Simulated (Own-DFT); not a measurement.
# Device materials side by side: how hard are they to compress?

Calculated, not measured: single-point runs of Own-DFT, a retired in-house plane-wave DFT program that no person has reviewed, on unrelaxed cells, without spin or spin-orbit coupling.

Caveats (not all hold for every row): forces on such cells moved up to 12 meV/angstrom on a denser k mesh; forces not confirmed at this smearing and k mesh; k mesh not checked against a denser one; forces on such cells passed a denser k mesh, each cell not checked; stress not checked against mesh or cutoff.

All runs are PBE with PseudoDojo norm-conserving files; cutoff and k mesh are each material's own. Every cell starts from measured lattice constants and was given uniform random strains and small random moves of its atoms. Each triple is the change of volume in per cent, the rms move u in Å and the pressure in GPa.

- 3C SiC (C32Si32), 10.36 Å³/atom unstrained: (-2.05, 0.050, 10.65); (-1.76, 0.048, 10.18); (-1.16, 0.048, 8.26); (-0.91, 0.049, 8.05); (0.04, 0.051, 5.54); (0.22, 0.051, 4.63); (1.26, 0.048, 2.62)
- wurtzite AlN (Al64N64), 10.45 Å³/atom unstrained: (-3.82, 0.049, 14.68); (-3.42, 0.053, 13.93); (-3.32, 0.048, 13.26); (-3.04, 0.049, 12.64); (-2.80, 0.049, 12.85); (-0.66, 0.048, 7.40); (1.02, 0.050, 3.81)
- wurtzite GaN (Ga48N48), 11.42 Å³/atom unstrained: (-3.62, 0.052, 16.06); (-1.21, 0.049, 10.27); (-1.00, 0.050, 9.68); (-0.15, 0.050, 8.03); (0.62, 0.049, 6.33); (1.47, 0.054, 5.69); (3.06, 0.052, 1.95)
- diamond silicon (Si64), 20.02 Å³/atom unstrained: (-3.65, 0.051, 6.50); (-3.58, 0.050, 6.47); (-1.73, 0.049, 4.26); (-1.40, 0.051, 4.11); (-0.93, 0.049, 3.41); (-0.28, 0.050, 2.85); (3.06, 0.051, -0.12)
- zincblende GaAs (As32Ga32), 22.58 Å³/atom unstrained: (-2.96, 0.050, 6.75); (0.65, 0.050, 3.48); (0.89, 0.049, 3.38); (2.08, 0.052, 2.58); (2.44, 0.049, 2.20); (2.91, 0.055, 2.02); (3.51, 0.051, 1.55)
- zincblende InP (In32P32), 25.27 Å³/atom unstrained: withheld
- grey tin (Sn64), 34.15 Å³/atom unstrained: (-2.82, 0.049, 5.45); (-0.45, 0.048, 3.93); (-0.36, 0.049, 4.04); (-0.34, 0.050, 3.83); (-0.02, 0.046, 3.69); (0.53, 0.052, 3.34); (1.67, 0.049, 2.88)

## What the rows give

Fit a line to each set against the fractional change of volume; B is minus its slope, and u is nearly the same within a set. To take it to zero pressure, assume that B rises by 4 GPa for each GPa: B0 = B - 4 x (mean pressure). The bond length of an ideal tetrahedral crystal with the unstrained volume v is d = (√3/4)(8 v)^(1/3). Cohen's empirical rule reads B0 = (1971 - 220 L) d^(-3.5) GPa, with L = 0 for group IV crystals and SiC and 1 for III-V compounds.

```
material,L,d (Å),B (GPa),mean P (GPa),B0 (GPa),rule (GPa)
3C SiC (C32Si32),0,1.888,250 ± 9,7.1,222 ± 9,213
wurtzite AlN (Al64N64),1,1.893,226 ± 7,11.2,181 ± 7,188
wurtzite GaN (Ga48N48),1,1.950,206 ± 10,8.3,172 ± 10,169
diamond silicon (Si64),0,2.352,100 ± 4,3.9,84 ± 4,99
zincblende GaAs (As32Ga32),1,2.448,80 ± 3,3.1,68 ± 3,76
zincblende InP (In32P32),1,2.541,?,?,?,67
grey tin (Sn64),0,2.810,59 ± 3,3.9,43 ± 3,53
```

A line through ln[B0/(1971 - 220 L)] against ln d has a slope of -4.1 ± 0.1 and a scatter of 4 %. Against the rule, B0 stands at 104 % for 3C SiC, 96 % for wurtzite AlN, 102 % for wurtzite GaN, 85 % for diamond silicon, 89 % for zincblende GaAs, 81 % for grey tin. PBE tends to make silicon and heavier crystals too soft, and the rule itself is only a guide.

## Check

Asked: what B0 does the fitted trend give for zincblende InP (In32P32)?

The line gives 57 GPa. Its own runs give B = 76 ± 4 GPa at a mean pressure of 4.2 GPa, so B0 = 59 GPa.
